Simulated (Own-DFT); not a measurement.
# Biaxial strain at fixed height in diamond-structure GeSn with randomly placed atoms, 64 atoms (Ge52Sn12)

The numbers are computed, not measured, by runs of the plane-wave DFT program Own-DFT (in-house, retired, unreviewed) at fixed positions, with no spin and no spin-orbit coupling.

Common settings: PBE; PseudoDojo norm-conserving scalar-relativistic files; cutoff 49 hartree; 3 x 3 x 3 k mesh centred on Gamma; Fermi-Dirac smearing of 0.1 eV.

Keep in mind: forces on such cells moved up to 12 meV/angstrom on a denser k mesh; stress not checked against mesh or cutoff.

Unstrained cell vectors in Å: (11.628, 0.000, 0.000); (0.000, 11.628, 0.000); (0.000, 0.000, 11.628). The unstrained cell has measured lattice constants (interpolated for alloys), not those of this functional. That, the random moves and any unrelaxed bonds set the pressure at no strain. Each run strains x and y alike by e, as a substrate would, and holds the height along z. Random moves of width 0.05 Å per axis were added to every atom. The random placing of the alloy's atoms differs from row to row. Stress is positive in tension.

```
e (%),u (Å),(s_xx + s_yy)/2 (GPa),s_zz (GPa)
-3.00,0.052,-11.19,-9.51
-2.25,0.049,-9.69,-8.36
-1.00,0.049,-7.18,-6.72
-0.25,0.053,-5.94,-5.66
0.25,0.048,-4.87,-4.95
0.75,0.055,-4.19,-4.61
1.25,0.051,?,?
1.50,0.050,-3.22,-3.88
1.75,0.050,-2.83,-3.69
2.25,0.045,-1.90,-2.99
```

## What the rows give

With e as a fraction, the in-plane stress is -5.4 + 169 e - 768 e² GPa (errors 3 and 152, scatter 0.12), and s_zz is -5.4 + 117 e - 676 e² GPa (slope ± 2, scatter 0.11). At e = 0 the first slope is C11 + C12 and the second 2 C12, both with the ions held to the strained lattice and at the cell's own pressure. The term in e² is negative: the layer stiffens under compression and softens under tension. A free layer would change its height as e changes, and the in-plane slope would drop by 2 C12²/C11 to the biaxial modulus. At fixed height, a misfit of 1 % moves the in-plane stress by about 1.7 GPa and s_zz by 1.2 GPa.

## Withheld run

Question: what are the two stresses at e = 1.25 %?

The fitted form gives -3.5 and -4.0 GPa. DFT gave -3.53 and -4.09 GPa.
